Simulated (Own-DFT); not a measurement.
# PBE and PBEsol under strain: beta-Si3N4, 112 atoms (N64Si48)

Source: density functional calculations with Own-DFT, an unreviewed in-house program that is no longer used. Nothing was measured or relaxed, and spin and spin-orbit coupling are left out.

Keep in mind: forces on such cells moved up to 12 meV/angstrom on a denser k mesh; stress not checked against mesh or cutoff.

Each geometry was run with PBE and with PBEsol, otherwise alike: PseudoDojo norm-conserving scalar-relativistic files made for PBE; cutoff 42 hartree; 2 x 2 x 4 k mesh centred on Gamma; Fermi-Dirac smearing of 0.1 eV. Unstrained cell vectors in Å: (15.212, 0.000, 0.000); (-7.606, 13.174, 0.000); (0.000, 0.000, 5.818). Each has a uniform strain, of which the change of volume is shown, and random moves of rms u per axis.

| run | volume change (%) | u (Å) | P with PBE (GPa) | P with PBEsol (GPa) |
|---|---|---|---|---|
| 1 | -1.71 | 0.0488 | 13.22 | 10.78 |
| 2 | -0.03 | 0.0481 | 7.96 | 5.54 |
| 3 | -1.77 | 0.0496 | 13.36 | 10.92 |
| 4 | -1.90 | 0.0501 | 13.64 | 11.20 |
| 5 | 1.59 | 0.0486 | 4.43 | 2.05 |
| 6 | -1.06 | 0.0524 | 10.79 | 8.35 |
| 7 | -0.36 | 0.0515 | 9.15 | 6.73 |
| 8 | -4.07 | 0.0501 | 20.49 | 18.01 |
| 9 | 0.13 | 0.0510 | 8.33 | 5.93 |
| 10 | -2.69 | 0.0528 | 16.04 | ? |

The question: by how much does PBEsol shrink this cell, and what belongs in the blank?

## Solution

Write v for the change of volume as a fraction. Fitted to v and u², the PBE pressure has a slope of -286 ± 10 GPa in v, with the ions held to the strained lattice. The difference PBEsol less PBE is -2.41 + 1.7 v GPa (slope ± 0.1) and averages -2.43 GPa. Divided by the mean slope of the two, 285 GPa, that makes PBEsol's volume at a given pressure, near 10 GPa, about 0.9 % smaller, or 0.28 % in lengths. At one volume PBEsol's slope is the smaller by 2 GPa, but its pressure there is lower too. If stiffness rises by about 4 GPa for each GPa, PBEsol at equal pressure is stiffer by about 8 GPa. Files made for PBEsol would give a different shift.

For run 10 the line gives 13.58 GPa. Computed: 13.57 GPa.
